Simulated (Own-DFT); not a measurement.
# Point defects and the pressure they add: zincblende GaAs

The numbers are computed, not measured, by runs of the plane-wave DFT program Own-DFT (in-house, retired, unreviewed) at fixed positions, with no spin and no spin-orbit coupling.

Settings: PBE; PseudoDojo norm-conserving scalar-relativistic files; cutoff 42 hartree; 3 x 3 x 3 k mesh centred on Gamma; Fermi-Dirac smearing of 0.1 eV.

Caveats (not all hold for every row): not probed for a lower state with spin; forces not confirmed at this smearing and k mesh; stress not checked against mesh or cutoff.

All runs share one cell, with vectors in Å (11.737, 0.000, 0.000); (0.000, 11.737, 0.000); (0.000, 0.000, 10.833) and a volume of 1492.4 Å³, strained against the parent crystal. u is the rms random offset of the atoms per axis. The defect's site can differ from row to row.

```
                             cell     formula   u (Å)  P (GPa)
                        no defect    As32Ga32  0.0310     1.28
                        no defect    As32Ga32  0.0495     1.54
                        no defect    As32Ga32  0.0517     1.68
              one In on a Ga site  As32Ga31In  0.0508     2.16
              one In on a Ga site  As32Ga31In  0.0517     2.23
              one In on a Ga site  As32Ga31In  0.0569     2.20
one As vacancy and one Ga vacancy    As31Ga31  0.0305     0.86
one As vacancy and one Ga vacancy    As31Ga31  0.0309        ?
one As vacancy and one Ga vacancy    As31Ga31  0.0457     1.26
one As vacancy and one Ga vacancy    As31Ga31  0.0484     1.05
              one Al on a Ga site  AlAs32Ga31  0.0289     1.23
              one Al on a Ga site  AlAs32Ga31  0.0454     1.48
              one Al on a Ga site  AlAs32Ga31  0.0499     1.57
              one P on an As site   As31Ga32P  0.0284     1.01
              one P on an As site   As31Ga32P  0.0295     1.01
              one P on an As site   As31Ga32P  0.0301     1.02
```

## Working it out

P = P0 + c u² + a shift for each defect gives P0 = 1.10 GPa, c = 196 ± 35 GPa/Å² and a scatter of 0.07 GPa. The shifts, and each times the cell's volume:

- one In on a Ga site: 0.54 ± 0.07 GPa, 5.1 eV
- one Al on a Ga site: -0.03 ± 0.06 GPa, -0.3 eV (not resolved)
- one P on an As site: -0.26 ± 0.07 GPa, -2.4 eV
- one As vacancy and one Ga vacancy: -0.39 ± 0.06 GPa, -3.6 eV

Positive is outwards. The product with the volume (160.2 GPa Å³ to the eV) is nearly free of the cell's size; divided by the bulk modulus at the cell's pressure it gives the volume that the defect adds. The atoms around the defects weren't relaxed, which would change these numbers.

## The run left out

Asked: what pressure belongs in the blank (one As vacancy and one Ga vacancy, u = 0.0309 Å)?

The fitted form gives 0.90 ± 0.09 GPa. DFT gave 0.89 GPa.
